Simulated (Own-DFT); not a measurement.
# Which defects push the lattice out? C40 NbSi2

Everything here is calculated. The program is Own-DFT (plane waves, in-house, since retired, never reviewed by a person); positions were held fixed, and spin and spin-orbit coupling were off.

Settings: PBE; PseudoDojo norm-conserving scalar-relativistic files; cutoff 42 hartree; 4 x 4 x 5 k mesh centred on Gamma; cold (Marzari-Vanderbilt) smearing of 0.2 eV.

Known weak points: forces on such cells failed a check on a denser k mesh; stress not checked against mesh or cutoff.

All runs share one cell, with vectors in Å (0.000, 8.324, 0.000); (-9.613, 0.000, 0.000); (0.000, 0.000, 6.586) and a volume of 527.0 Å³. The atoms are randomly displaced, by u rms on each axis. The defect's site can differ from row to row.

| cell | formula | u (Å) | P (GPa) |
|---|---|---|---|
| no defect | Nb12Si24 | 0.0174 | 1.47 |
| no defect | Nb12Si24 | 0.0473 | 2.40 |
| no defect | Nb12Si24 | 0.0505 | 2.72 |
| two Nb vacancies | Nb10Si24 | 0.0295 | 0.02 |
| two Nb vacancies | Nb10Si24 | 0.0306 | -0.09 |
| two Nb vacancies | Nb10Si24 | 0.0483 | 0.92 |
| two Nb on a Si site each | Nb14Si22 | 0.0303 | 7.48 |
| two Nb on a Si site each | Nb14Si22 | 0.0315 | 7.89 |
| two Nb on a Si site each | Nb14Si22 | 0.0495 | 8.53 |
| two Si on a Nb site each | Nb10Si26 | 0.0288 | ? |
| two Si on a Nb site each | Nb10Si26 | 0.0300 | 1.50 |
| two Si on a Nb site each | Nb10Si26 | 0.0451 | 2.39 |
| two Si on a Nb site each | Nb10Si26 | 0.0482 | 2.13 |
| one Si vacancy | Nb12Si23 | 0.0326 | 1.08 |
| one Si vacancy | Nb12Si23 | 0.0430 | 1.60 |
| one Si vacancy | Nb12Si23 | 0.0437 | 1.57 |

## Worked fit

P = P0 + c u² + a shift for each defect gives P0 = 1.23 GPa, c = 568 ± 55 GPa/Å² and a scatter of 0.15 GPa. The shifts, and each times the cell's volume:

- two Nb on a Si site each: 5.91 ± 0.12 GPa, 19.4 eV (9.7 eV for each of its 2 sites)
- two Si on a Nb site each: -0.22 ± 0.12 GPa, -0.7 eV (-0.4 eV for each of its 2 sites) (not resolved)
- one Si vacancy: -0.73 ± 0.12 GPa, -2.4 eV
- two Nb vacancies: -1.74 ± 0.12 GPa, -5.7 eV (-2.9 eV for each of its 2 sites)

A positive shift means that the defect pushes the cell outwards. Shift times volume (160.2 GPa Å³ is 1 eV) depends little on the cell's size, so, taken for each site, it can be compared between cells at like pressure. The atoms around the defects weren't relaxed, which would change these numbers.

## Withheld run

Question: what pressure belongs in the blank (two Si on a Nb site each, u = 0.0288 Å)?

Estimate: 1.48 ± 0.18 GPa. The hidden result is 1.59 GPa.
